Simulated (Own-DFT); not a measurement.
# Stretching a layer in its plane: diamond-structure GeSn with randomly placed atoms, 64 atoms (Ge52Sn12)

Everything here is calculated. The program is Own-DFT (plane waves, in-house, since retired, never reviewed by a person); positions were held fixed, and spin and spin-orbit coupling were off.

Method: PBE; PseudoDojo norm-conserving scalar-relativistic files; cutoff 49 hartree; 3 x 3 x 3 k mesh centred on Gamma; Fermi-Dirac smearing of 0.1 eV.

Keep in mind: forces on such cells moved up to 12 meV/angstrom on a denser k mesh; stress not checked against mesh or cutoff.

Unstrained cell vectors in Å: (11.628, 0.000, 0.000); (0.000, 11.628, 0.000); (0.000, 0.000, 11.628). The unstrained cell has measured lattice constants (interpolated for alloys), not those of this functional. That, the random moves and any unrelaxed bonds set the pressure at no strain. Each run strains x and y alike by e, as a substrate would, and holds the height along z. Random moves of width 0.05 Å per axis were added to every atom. The random placing of the alloy's atoms differs from row to row. Stress is positive in tension.

| e (%) | u (Å) | (s_xx + s_yy)/2 (GPa) | s_zz (GPa) |
|---|---|---|---|
| -3.00 | 0.054 | -11.52 | -10.11 |
| -2.50 | 0.052 | -9.94 | -8.62 |
| -2.25 | 0.051 | -9.74 | -8.53 |
| -1.25 | 0.051 | -7.85 | -7.42 |
| -1.00 | 0.047 | -7.20 | -6.69 |
| -0.50 | 0.047 | -6.09 | -5.87 |
| 0.50 | 0.050 | ? | ? |
| 1.00 | 0.049 | -3.89 | -4.41 |
| 1.25 | 0.051 | -3.31 | -3.72 |
| 2.50 | 0.053 | -2.04 | -3.18 |

## Working it out

With e as a fraction, the in-plane stress is -5.4 + 165 e - 1208 e² GPa (errors 4 and 235, scatter 0.19), and s_zz is -5.4 + 119 e - 1102 e² GPa (slope ± 6, scatter 0.29). At e = 0 the first slope is C11 + C12 and the second 2 C12, both with the ions held to the strained lattice and at the cell's own pressure. The term in e² is negative: the layer stiffens under compression and softens under tension. A free layer would change its height as e changes, and the in-plane slope would drop by 2 C12²/C11 to the biaxial modulus. At fixed height, a misfit of 1 % moves the in-plane stress by about 1.7 GPa and s_zz by 1.2 GPa.

## Withheld run

Question: what are the two stresses at e = 0.50 %?

The fitted form gives -4.6 and -4.8 GPa. The run itself gave -4.68 and -4.89 GPa.
